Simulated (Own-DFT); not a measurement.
# One host, several defects: zincblende GaAs

Source: density functional calculations with Own-DFT, an unreviewed in-house program that is no longer used. Nothing was measured or relaxed, and spin and spin-orbit coupling are left out.

Settings: PBE; PseudoDojo norm-conserving scalar-relativistic files; cutoff 42 hartree; 3 x 3 x 3 k mesh centred on Gamma; Fermi-Dirac smearing of 0.1 eV.

Limits (not all hold for every row): not probed for a lower state with spin; forces on such cells failed a check on a denser k mesh; forces not confirmed at this smearing and k mesh; forces on such cells passed a denser k mesh, each cell not checked; stress not checked against mesh or cutoff.

All runs share one cell, with vectors in Å (11.307, 0.000, 0.000); (0.000, 11.307, 0.000); (0.000, 0.000, 11.307) and a volume of 1445.4 Å³. Atoms were moved at random from their sites; u is the rms move along one axis. The defect's site can differ from row to row.

| cell | formula | u (Å) | P (GPa) |
|---|---|---|---|
| no defect | As32Ga32 | 0.0197 | 3.50 |
| no defect | As32Ga32 | 0.0497 | 3.86 |
| no defect | As32Ga32 | 0.0518 | 3.90 |
| two As vacancies | As30Ga32 | 0.0298 | 3.16 |
| two As vacancies | As30Ga32 | 0.0326 | 3.26 |
| two As vacancies | As30Ga32 | 0.0501 | 3.47 |
| two Ga vacancies | As32Ga30 | 0.0284 | 2.97 |
| two Ga vacancies | As32Ga30 | 0.0296 | ? |
| two Ga vacancies | As32Ga30 | 0.0299 | 2.97 |
| two Ga vacancies | As32Ga30 | 0.0315 | 2.99 |
| one In on a Ga site | As32Ga31In | 0.0290 | 4.29 |
| one In on a Ga site | As32Ga31In | 0.0317 | 4.30 |
| one In on a Ga site | As32Ga31In | 0.0488 | 4.67 |
| one As on a Ga site and one Ga on an As site | As32Ga32 | 0.0289 | 3.89 |
| one As on a Ga site and one Ga on an As site | As32Ga32 | 0.0295 | 3.93 |
| one As on a Ga site and one Ga on an As site | As32Ga32 | 0.0476 | 4.20 |

## Analysis

P = P0 + c u² + a shift for each defect gives P0 = 3.40 GPa, c = 194 ± 13 GPa/Å² and a scatter of 0.03 GPa. The shifts, and each times the cell's volume:

- one In on a Ga site: 0.75 ± 0.03 GPa, 6.8 eV
- one As on a Ga site and one Ga on an As site: 0.35 ± 0.03 GPa, 3.2 eV
- two As vacancies: -0.39 ± 0.03 GPa, -3.5 eV (-1.8 eV for each of its 2 sites)
- two Ga vacancies: -0.60 ± 0.03 GPa, -5.4 eV (-2.7 eV for each of its 2 sites)

Positive is outwards. The product with the volume (160.2 GPa Å³ to the eV) is nearly free of the cell's size; divided by the bulk modulus at the cell's pressure it gives the volume that the defect adds. The atoms around the defects weren't relaxed, which would change these numbers.

## Test on the hidden row

Asked: what pressure belongs in the blank (two Ga vacancies, u = 0.0296 Å)?

The fit gives 2.97 ± 0.04 GPa. The hidden result is 2.89 GPa.
